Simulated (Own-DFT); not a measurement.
Simulation results for GaN (wurtzite, strained, atoms displaced), GaAs (zincblende with one plane slipped along a stacking-fault path, atoms displaced), GaP (zincblende, strained, atoms displaced)

Computed with Own-DFT development build. A calculation, not a measurement: plane-wave PBE density functional theory by an unreviewed code, no spin, of a simulated periodic cell, stress positive in tension, free energy of the whole cell less one offset for each atom, forces on such cells passed a denser k mesh, this cell's mesh not checked; offsets are fitted by least squares, one for each functional and potential file, so energies compare only between cells with the same atoms and settings and are not formation energies; the far tail of each file's local potential was reset to the Coulomb form; each entry is a single point on an unrelaxed cell, so the pressure reflects the starting lattice, mostly measured values (interpolated for alloys), from which strain is counted, and rises with the displacements; printed positions are rounded, which can move forces by about a meV/angstrom; the program, named Own-DFT, is a retired in-house code; no spin-orbit coupling.

Settings shared by all entries: functional PBE.

```yaml
- entry: 1
  formula: GaN
  kind: "wurtzite, strained, atoms displaced"
  structure:
    cell_angstrom: [[12.756, 0.0, 0.0], [-4.7835, 8.2853, 0.0], [0.0, 0.0, 10.4996]]
    atoms_fractional:
      - [Ga, 0.08604, 0.2271, 0.0002]
      - [Ga, 0.16829, 0.10404, 0.24515]
      - ["N", 0.09565, 0.23712, 0.18485]
      - ["N", 0.16972, 0.11286, 0.43789]
      - [Ga, 0.08165, 0.21984, 0.49779]
      - [Ga, 0.17685, 0.12375, 0.75478]
      - ["N", 0.08429, 0.2177, 0.69193]
      - ["N", 0.16679, 0.11225, 0.93688]
      - [Ga, 0.082, 0.56073, 0.99886]
      - [Ga, 0.1658, 0.42667, 0.24899]
      - ["N", 0.08416, 0.55624, 0.19325]
      - ["N", 0.16807, 0.44604, 0.44257]
      - [Ga, 0.08693, 0.55682, 0.49429]
      - [Ga, 0.16782, 0.44849, 0.74939]
      - ["N", 0.08405, 0.56158, 0.6954]
      - ["N", 0.17016, 0.44061, 0.93341]
      - [Ga, 0.08577, 0.90035, 0.00207]
      - [Ga, 0.16394, 0.76915, 0.24708]
      - ["N", 0.08343, 0.88698, 0.19178]
      - ["N", 0.16445, 0.77878, 0.43374]
      - [Ga, 0.0843, 0.88775, 0.50077]
      - [Ga, 0.15684, 0.77504, 0.74656]
      - ["N", 0.07932, 0.89321, 0.69286]
      - ["N", 0.16041, 0.7737, 0.94187]
      - [Ga, 0.34019, 0.2234, 0.99501]
      - [Ga, 0.41638, 0.11429, 0.25351]
      - ["N", 0.33461, 0.22012, 0.18492]
      - ["N", 0.42906, 0.11135, 0.43074]
      - [Ga, 0.32707, 0.22115, 0.50245]
      - [Ga, 0.41627, 0.10498, 0.7526]
      - ["N", 0.32897, 0.22985, 0.69738]
      - ["N", 0.41776, 0.11508, 0.93067]
      - [Ga, 0.33312, 0.55828, 0.99649]
      - [Ga, 0.41403, 0.43469, 0.23993]
      - ["N", 0.33071, 0.55188, 0.19053]
      - ["N", 0.4157, 0.4427, 0.43946]
      - [Ga, 0.32977, 0.55149, 0.50089]
      - [Ga, 0.40775, 0.4402, 0.74464]
      - ["N", 0.33526, 0.5612, 0.68391]
      - ["N", 0.41206, 0.44625, 0.93536]
      - [Ga, 0.33628, 0.89876, 0.99497]
      - [Ga, 0.41429, 0.77891, 0.25363]
      - ["N", 0.33749, 0.88904, 0.18319]
      - ["N", 0.42171, 0.78283, 0.43922]
      - [Ga, 0.32904, 0.88533, 0.49727]
      - [Ga, 0.41863, 0.78088, 0.74988]
      - ["N", 0.33167, 0.88544, 0.68199]
      - ["N", 0.41256, 0.77506, 0.93538]
      - [Ga, 0.58571, 0.21934, 0.00076]
      - [Ga, 0.66551, 0.109, 0.2555]
      - ["N", 0.5735, 0.22028, 0.18882]
      - ["N", 0.66337, 0.10861, 0.43619]
      - [Ga, 0.57834, 0.21807, 0.50488]
      - [Ga, 0.66631, 0.11221, 0.75003]
      - ["N", 0.58412, 0.21586, 0.67897]
      - ["N", 0.66912, 0.11675, 0.93575]
      - [Ga, 0.57706, 0.54822, 0.002]
      - [Ga, 0.66993, 0.44888, 0.24858]
      - ["N", 0.59161, 0.55807, 0.18019]
      - ["N", 0.67087, 0.44184, 0.4436]
      - [Ga, 0.58555, 0.54926, 0.49008]
      - [Ga, 0.66601, 0.44216, 0.75825]
      - ["N", 0.57976, 0.54898, 0.68465]
      - ["N", 0.66909, 0.44801, 0.93976]
      - [Ga, 0.5888, 0.89635, 0.99009]
      - [Ga, 0.66481, 0.78626, 0.24966]
      - ["N", 0.5861, 0.89548, 0.17955]
      - ["N", 0.67081, 0.78616, 0.42944]
      - [Ga, 0.59393, 0.89534, 0.49258]
      - [Ga, 0.66466, 0.7716, 0.7458]
      - ["N", 0.57822, 0.8895, 0.68584]
      - ["N", 0.65717, 0.76648, 0.93747]
      - [Ga, 0.8316, 0.21916, 0.00996]
      - [Ga, 0.9244, 0.11916, 0.24003]
      - ["N", 0.82216, 0.21183, 0.19015]
      - ["N", 0.91521, 0.10911, 0.43752]
      - [Ga, 0.82953, 0.22593, 0.4974]
      - [Ga, 0.91345, 0.10435, 0.74585]
      - ["N", 0.82702, 0.21411, 0.69374]
      - ["N", 0.91498, 0.11841, 0.92952]
      - [Ga, 0.82723, 0.55147, 0.99693]
      - [Ga, 0.91752, 0.4497, 0.24682]
      - ["N", 0.84037, 0.56397, 0.18874]
      - ["N", 0.91978, 0.45326, 0.43722]
      - [Ga, 0.82569, 0.55256, 0.50177]
      - [Ga, 0.92328, 0.43983, 0.74609]
      - ["N", 0.83575, 0.55239, 0.68716]
      - ["N", 0.91092, 0.43825, 0.93955]
      - [Ga, 0.84295, 0.89408, 0.00178]
      - [Ga, 0.92655, 0.77583, 0.25417]
      - ["N", 0.83519, 0.88191, 0.18934]
      - ["N", 0.91021, 0.77022, 0.43478]
      - [Ga, 0.82881, 0.8879, 0.5051]
      - [Ga, 0.91856, 0.77727, 0.74174]
      - ["N", 0.83555, 0.89119, 0.69182]
      - ["N", 0.91813, 0.77594, 0.93873]
  settings:
    potential_files: "PseudoDojo norm-conserving, scalar-relativistic, standard set with the stringent files for Ga"
    "wave_cutoff [hartree]": 96.0
    occupations: Gaussian
    "smearing_width [eV]": 0.01
    k_mesh: "3 x 4 x 3 centred on Gamma"
  results:
    "free_energy_of_cell_above_offsets [eV]": "-5.307"
    "pressure [GPa]": 4.52
    "stress_xx [GPa]": -5.28
    "stress_yy [GPa]": -6.44
    "stress_zz [GPa]": -1.84
    "stress_yz [GPa]": -0.52
    "stress_xz [GPa]": 0.02
    "stress_xy [GPa]": -0.67
    force_element: [Ga, Ga, "N", "N", Ga, Ga, "N", "N", Ga, Ga, "N", "N", Ga, Ga, "N", "N", Ga, Ga, "N", "N", Ga, Ga, "N", "N", Ga, Ga, "N", "N", Ga, Ga, "N", "N", Ga, Ga, "N", "N", Ga, Ga, "N", "N", Ga, Ga, "N", "N", Ga, Ga, "N", "N", Ga, Ga, "N", "N", Ga, Ga, "N", "N", Ga, Ga, "N", "N", Ga, Ga, "N", "N", Ga, Ga, "N", "N", Ga, Ga, "N", "N", Ga, Ga, "N", "N", Ga, Ga, "N", "N", Ga, Ga, "N", "N", Ga, Ga, "N", "N", Ga, Ga, "N", "N", Ga, Ga, "N", "N"]
    "force_x [eV/angstrom]": [-0.332, -0.093, -0.501, -0.776, -0.184, -2.582, -0.698, 0.441, 0.282, -0.65, 0.568, -0.143, -0.923, 0.269, 0.923, -1.237, 0.077, 0.91, 0.899, 0.444, -1.136, 1.052, 1.458, 0.479, -1.561, 0.042, -0.386, -3.238, 1.844, -0.145, 2.853, 0.838, -0.166, 0.195, 0.558, 0.222, 1.076, 1.145, -0.562, 0.856, -0.08, 0.908, -1.314, -0.334, 1.102, -0.492, -1.019, 0.202, -0.573, -1.583, 2.194, 0.365, 1.338, -0.139, -1.034, -0.114, 0.086, 0.456, -1.467, -1.456, -1.057, 0.087, 0.258, -1.199, -0.472, 1.086, -0.598, 0.268, -1.897, -0.692, 1.691, 1.15, -0.04, -0.66, 1.826, -0.058, 0.802, 0.266, 1.042, 0.944, 1.658, 0.161, -0.695, -0.101, 2.118, -1.879, -0.419, 0.567, -1.336, -2.357, 0.143, 0.478, 1.139, -0.794, -0.56, -0.031]
    "force_y [eV/angstrom]": [-0.269, 0.87, -5.281, -0.744, -0.074, -2.134, 0.824, 0.596, -1.43, 5.628, -1.545, -0.889, 0.005, -0.476, -0.972, 0.861, -1.791, 1.475, 0.544, -0.058, -0.073, 1.301, 0.824, 1.75, 0.487, -1.161, -0.757, -0.764, 0.459, 0.444, -1.504, -0.049, 0.018, 1.843, 0.351, -0.242, 1.303, 2.387, -0.401, -0.65, -1.737, -0.269, 0.317, -0.728, 0.602, -0.458, 0.28, 1.184, 0.54, -0.239, 0.918, 1.191, 0.587, -0.679, 0.704, -0.259, 0.807, -0.464, -0.028, -0.904, 0.702, 0.065, 0.019, -1.39, -1.208, -0.467, -0.562, -1.517, -0.986, 0.066, 0.198, 1.146, 0.428, -1.548, 1.679, 0.571, 0.069, 1.443, 0.933, -0.649, 1.197, -0.86, -1.344, -0.871, 0.761, -0.514, -0.139, 0.392, -0.722, 0.227, 1.341, 1.107, 0.247, -0.739, -1.429, 0.282]
    "force_z [eV/angstrom]": [-1.181, 0.765, -1.185, -0.725, 0.987, 0.174, -0.865, 0.882, 0.364, 1.953, -0.993, -0.975, 0.804, -0.207, -1.819, 0.527, -0.299, -0.073, -0.891, 0.274, 0.196, 1.119, -1.24, -0.769, 0.364, -0.693, -0.586, 1.3, 0.166, -1.87, -2.238, 0.785, 0.911, 1.158, -0.53, -0.86, -0.417, 0.845, 0.431, -0.016, 0.567, -0.585, 0.266, -0.159, -0.19, -0.273, 0.798, -0.057, 0.509, -0.753, -0.58, 0.326, -1.175, -0.04, 2.664, -0.027, -1.074, 0.249, 1.779, -1.753, 1.079, -1.69, -0.204, -0.05, 0.732, -1.559, 0.557, 1.045, 1.499, 0.765, -0.336, -0.541, -1.634, 1.244, 0.203, -0.412, 0.326, 0.42, -1.626, 1.808, 0.668, 0.549, -0.655, 0.043, 0.49, 1.021, 0.428, -0.027, -0.36, -0.087, -0.211, 1.361, -0.978, 1.607, -0.962, -0.58]
- entry: 2
  formula: GaAs
  kind: "zincblende with one plane slipped along a stacking-fault path, atoms displaced"
  structure:
    cell_angstrom:
      - [5.6533, -5.6533, 0.0]
      - [0.0, 5.6533, -5.6533]
      - [12.2488, 12.2488, 9.4222]
    atoms_fractional:
      - [Ga, 0.99743, 0.00766, 0.00532]
      - [As, 0.98599, 0.95467, 0.12969]
      - [Ga, 0.14944, 0.2923, 0.16668]
      - [As, 0.12436, 0.25107, 0.29208]
      - [Ga, 0.28188, 0.06401, 0.32909]
      - [As, 0.24741, 0.01534, 0.45787]
      - [Ga, 0.08039, 0.16807, 0.4975]
      - [As, 0.05093, 0.12838, 0.62199]
      - [Ga, 0.21642, 0.43899, 0.67062]
      - [As, 0.20613, 0.40805, 0.79287]
      - [Ga, 0.3568, 0.22086, 0.83068]
      - [As, 0.32817, 0.17702, 0.95695]
      - [Ga, 0.00589, 0.50854, 0.00055]
      - [As, 0.9656, 0.44655, 0.12506]
      - [Ga, 0.15201, 0.78017, 0.1637]
      - [As, 0.12978, 0.74715, 0.29291]
      - [Ga, 0.28557, 0.55164, 0.33284]
      - [As, 0.25402, 0.51306, 0.45207]
      - [Ga, 0.0851, 0.66052, 0.49588]
      - [As, 0.06273, 0.62708, 0.62372]
      - [Ga, 0.21213, 0.94635, 0.66482]
      - [As, 0.20937, 0.89322, 0.79506]
      - [Ga, 0.36171, 0.73433, 0.83501]
      - [As, 0.34366, 0.66989, 0.95694]
      - [Ga, 0.5062, 0.99953, 0.00203]
      - [As, 0.47229, 0.95447, 0.12538]
      - [Ga, 0.64241, 0.27982, 0.16746]
      - [As, 0.61557, 0.2311, 0.28982]
      - [Ga, 0.77984, 0.06986, 0.3316]
      - [As, 0.75926, 0.00764, 0.45796]
      - [Ga, 0.57941, 0.16388, 0.50425]
      - [As, 0.55725, 0.12652, 0.62734]
      - [Ga, 0.72139, 0.44337, 0.6647]
      - [As, 0.70831, 0.40064, 0.79201]
      - [Ga, 0.8724, 0.22043, 0.83412]
      - [As, 0.83661, 0.17983, 0.95955]
      - [Ga, 0.48161, 0.49358, 0.99761]
      - [As, 0.47573, 0.45575, 0.11762]
      - [Ga, 0.63854, 0.7844, 0.16432]
      - [As, 0.61484, 0.72769, 0.29406]
      - [Ga, 0.77118, 0.55034, 0.33293]
      - [As, 0.7509, 0.52081, 0.46347]
      - [Ga, 0.58974, 0.67373, 0.50079]
      - [As, 0.57268, 0.63478, 0.62505]
      - [Ga, 0.71435, 0.92498, 0.66773]
      - [As, 0.70115, 0.90995, 0.79657]
      - [Ga, 0.86489, 0.71529, 0.83643]
      - [As, 0.84333, 0.69573, 0.95743]
  settings:
    potential_files: "PseudoDojo norm-conserving, scalar-relativistic, standard set"
    "wave_cutoff [hartree]": 42.0
    occupations: Fermi-Dirac
    "smearing_width [eV]": 0.1
    k_mesh: "4 x 4 x 2 centred on Gamma"
  results:
    "free_energy_of_cell_above_offsets [eV]": "-17.638"
    "pressure [GPa]": 3.99
    "stress_xx [GPa]": -3.81
    "stress_yy [GPa]": -4.21
    "stress_zz [GPa]": -3.96
    "stress_yz [GPa]": 0.05
    "stress_xz [GPa]": -0.09
    "stress_xy [GPa]": 0.15
    force_element: [Ga, As, Ga, As, Ga, As, Ga, As, Ga, As, Ga, As, Ga, As, Ga, As, Ga, As, Ga, As, Ga, As, Ga, As, Ga, As, Ga, As, Ga, As, Ga, As, Ga, As, Ga, As, Ga, As, Ga, As, Ga, As, Ga, As, Ga, As, Ga, As]
    "force_x [eV/angstrom]": [-0.102, -0.213, -0.397, -0.864, 0.194, 0.433, 0.199, 0.539, -0.193, 0.269, 0.597, 0.468, -0.662, 0.933, -0.621, -0.895, -0.358, 1.305, 0.141, 0.055, 0.324, -1.847, 0.787, -0.381, -1.058, 0.886, -1.076, 0.118, 0.305, -0.484, -0.451, 0.093, 0.569, -0.32, -0.028, 0.389, 0.943, 1.32, 0.292, 0.022, 0.952, -0.378, -0.852, -1.384, 1.006, -0.343, -0.438, 0.204]
    "force_y [eV/angstrom]": [-0.22, 0.531, -0.12, -0.787, 0.78, -0.948, 0.171, 0.083, -0.326, 0.083, -0.257, -0.645, 0.124, -0.377, 0.915, -0.534, 0.732, 0.439, 0.71, -0.355, 0.123, 1.15, -1.36, 1.723, 0.15, -0.509, 0.331, 0.521, -0.756, 0.864, -0.336, -0.388, 0.205, 0.147, 0.716, 0.061, -1.752, 0.673, -0.365, -0.25, -0.118, -1.678, 0.626, -0.359, 1.737, -1.512, 0.052, 0.308]
    "force_z [eV/angstrom]": [0.127, -0.516, 0.554, 0.563, 0.461, -0.035, -0.162, 0.311, -0.767, -0.148, 0.175, 0.243, -0.052, -0.901, 1.497, 0.577, -1.081, 0.705, -0.187, 0.083, 0.162, -1.573, 0.985, -1.003, -0.096, -0.924, 0.083, -0.584, 1.039, -0.911, -0.362, 0.752, -0.024, 0.049, -0.236, -0.57, 0.097, 0.245, 0.862, -1.456, 0.03, 0.323, 0.346, 1.494, -1.138, 0.383, -0.606, 1.187]
- entry: 3
  formula: GaP
  kind: "zincblende, strained, atoms displaced"
  structure:
    cell_angstrom: [[10.862, 0.0, 0.0], [0.0, 10.862, 0.0], [0.0, 0.0, 10.9439]]
    atoms_fractional:
      - [Ga, 0.00141, 0.00032, 0.99603]
      - [Ga, 0.99915, 0.25165, 0.25154]
      - [Ga, 0.25359, 0.0069, 0.24775]
      - [Ga, 0.25203, 0.24981, 0.99782]
      - [P, 0.12372, 0.12551, 0.1259]
      - [P, 0.12783, 0.37486, 0.37712]
      - [P, 0.37996, 0.1255, 0.37601]
      - [P, 0.37149, 0.3767, 0.12509]
      - [Ga, 0.9999, 0.99689, 0.50147]
      - [Ga, 0.00143, 0.25063, 0.75103]
      - [Ga, 0.25242, 0.99393, 0.75011]
      - [Ga, 0.25137, 0.24752, 0.50357]
      - [P, 0.1198, 0.12665, 0.62558]
      - [P, 0.12445, 0.37906, 0.87567]
      - [P, 0.37471, 0.12661, 0.87742]
      - [P, 0.37116, 0.38009, 0.63031]
      - [Ga, 0.99815, 0.50471, 0.00694]
      - [Ga, 0.00034, 0.75359, 0.24555]
      - [Ga, 0.242, 0.5044, 0.24708]
      - [Ga, 0.24948, 0.74894, 0.00069]
      - [P, 0.12274, 0.62616, 0.12446]
      - [P, 0.12072, 0.87019, 0.3694]
      - [P, 0.37842, 0.62142, 0.37189]
      - [P, 0.37314, 0.87413, 0.1225]
      - [Ga, 0.99992, 0.5041, 0.50018]
      - [Ga, 0.00179, 0.74838, 0.74526]
      - [Ga, 0.24996, 0.50052, 0.74928]
      - [Ga, 0.25118, 0.74851, 0.50085]
      - [P, 0.12489, 0.62439, 0.62648]
      - [P, 0.12733, 0.87789, 0.87519]
      - [P, 0.37853, 0.62393, 0.87781]
      - [P, 0.37468, 0.874, 0.62799]
      - [Ga, 0.49962, 0.00235, 0.99804]
      - [Ga, 0.50136, 0.24952, 0.25024]
      - [Ga, 0.75247, 0.99836, 0.24832]
      - [Ga, 0.74588, 0.24909, 0.00146]
      - [P, 0.62523, 0.12808, 0.12071]
      - [P, 0.62628, 0.3754, 0.37753]
      - [P, 0.87817, 0.12869, 0.37546]
      - [P, 0.87496, 0.37378, 0.12472]
      - [Ga, 0.50295, 5.0e-05, 0.49718]
      - [Ga, 0.49856, 0.2445, 0.74858]
      - [Ga, 0.75137, 0.0011, 0.75018]
      - [Ga, 0.75693, 0.24592, 0.49851]
      - [P, 0.62878, 0.12732, 0.62553]
      - [P, 0.62482, 0.37993, 0.88038]
      - [P, 0.87806, 0.12732, 0.87428]
      - [P, 0.87731, 0.3732, 0.62562]
      - [Ga, 0.50146, 0.49886, 0.99898]
      - [Ga, 0.50312, 0.75117, 0.24943]
      - [Ga, 0.74804, 0.50305, 0.24923]
      - [Ga, 0.75679, 0.74604, 0.9974]
      - [P, 0.62943, 0.62651, 0.12574]
      - [P, 0.62515, 0.87404, 0.37408]
      - [P, 0.87725, 0.62442, 0.37376]
      - [P, 0.87676, 0.87493, 0.12439]
      - [Ga, 0.50451, 0.50109, 0.50099]
      - [Ga, 0.49909, 0.74993, 0.74644]
      - [Ga, 0.75087, 0.50469, 0.74837]
      - [Ga, 0.75142, 0.75327, 0.49989]
      - [P, 0.61804, 0.61796, 0.61816]
      - [P, 0.6238, 0.87758, 0.87473]
      - [P, 0.87355, 0.6247, 0.87157]
      - [P, 0.87139, 0.87122, 0.62893]
  settings:
    potential_files: "PseudoDojo norm-conserving, scalar-relativistic, standard set"
    "wave_cutoff [hartree]": 42.0
    occupations: Fermi-Dirac
    "smearing_width [eV]": 0.1
    hardware: "one NVIDIA H100"
    k_mesh: "3 x 3 x 3 centred on Gamma"
  results:
    "free_energy_of_cell_above_offsets [eV]": "-34.969"
    "pressure [GPa]": 3.14
    "stress_xx [GPa]": -3.33
    "stress_yy [GPa]": -3.3
    "stress_zz [GPa]": -2.8
    "stress_yz [GPa]": -0.34
    "stress_xz [GPa]": -0.01
    "stress_xy [GPa]": 0.27
    force_element: [Ga, Ga, Ga, Ga, P, P, P, P, Ga, Ga, Ga, Ga, P, P, P, P, Ga, Ga, Ga, Ga, P, P, P, P, Ga, Ga, Ga, Ga, P, P, P, P, Ga, Ga, Ga, Ga, P, P, P, P, Ga, Ga, Ga, Ga, P, P, P, P, Ga, Ga, Ga, Ga, P, P, P, P, Ga, Ga, Ga, Ga, P, P, P, P]
    "force_x [eV/angstrom]": [-0.065, 0.394, -0.307, -0.53, 0.058, -0.259, -0.406, 0.273, -0.126, 0.016, -0.268, 0.056, 0.794, -0.086, -0.1, 0.785, -0.185, -0.363, 0.725, 0.091, 0.028, 1.01, -0.332, 0.393, 0.087, 0.016, -0.179, -0.043, 0.289, -0.335, -0.412, 0.223, -0.069, -0.013, -0.191, 0.688, -0.174, 0.203, -0.058, -0.269, -0.009, 0.154, -0.101, -0.563, -0.176, 0.261, -0.486, -0.187, -0.212, -0.373, 0.327, -0.71, -0.452, 0.281, -0.208, -0.103, -1.317, 0.323, -0.421, -0.275, 1.423, 0.331, 0.78, 0.354]
    "force_y [eV/angstrom]": [0.14, 0.249, -0.687, 0.347, 0.23, 0.093, 0.053, -0.006, -0.129, 0.406, 1.064, 0.294, -0.68, -0.13, -0.47, -0.811, -0.592, -0.613, -0.547, -0.034, 0.517, 0.876, 0.335, 0.286, -0.596, 0.258, 0.36, -0.028, 0.056, -0.787, 0.272, 0.159, -0.281, 0.523, 0.487, 0.442, -0.73, -0.313, -1.048, 0.145, -0.078, 0.951, 0.05, 0.726, -0.347, -0.735, -0.087, 0.429, 0.257, -0.145, -0.507, 0.646, 0.081, 0.266, 0.454, 0.167, -1.125, -0.287, -0.748, -0.768, 1.621, -0.474, 0.058, 0.483]
    "force_z [eV/angstrom]": [0.428, -0.126, 0.245, 0.3, -0.293, -0.033, 0.092, 0.152, -0.209, 0.189, 0.013, -0.046, 0.075, 0.243, -0.584, -0.769, -0.843, 0.215, 0.428, -0.308, -0.083, 0.732, 0.15, 0.349, 0.002, 0.728, 0.729, -0.46, -0.302, -0.133, -0.392, -0.898, 0.211, -0.143, 0.1, -0.51, 0.787, -0.206, -0.281, 0.221, 0.586, 0.326, 0.313, 0.247, -0.315, -1.111, 0.162, -0.034, 0.785, -0.229, 0.264, 0.123, -0.425, -0.016, -0.091, -0.523, -0.786, 0.45, -0.198, -0.142, 1.139, -0.057, 0.099, -0.334]
    "wall_time [s]": 514.2
```
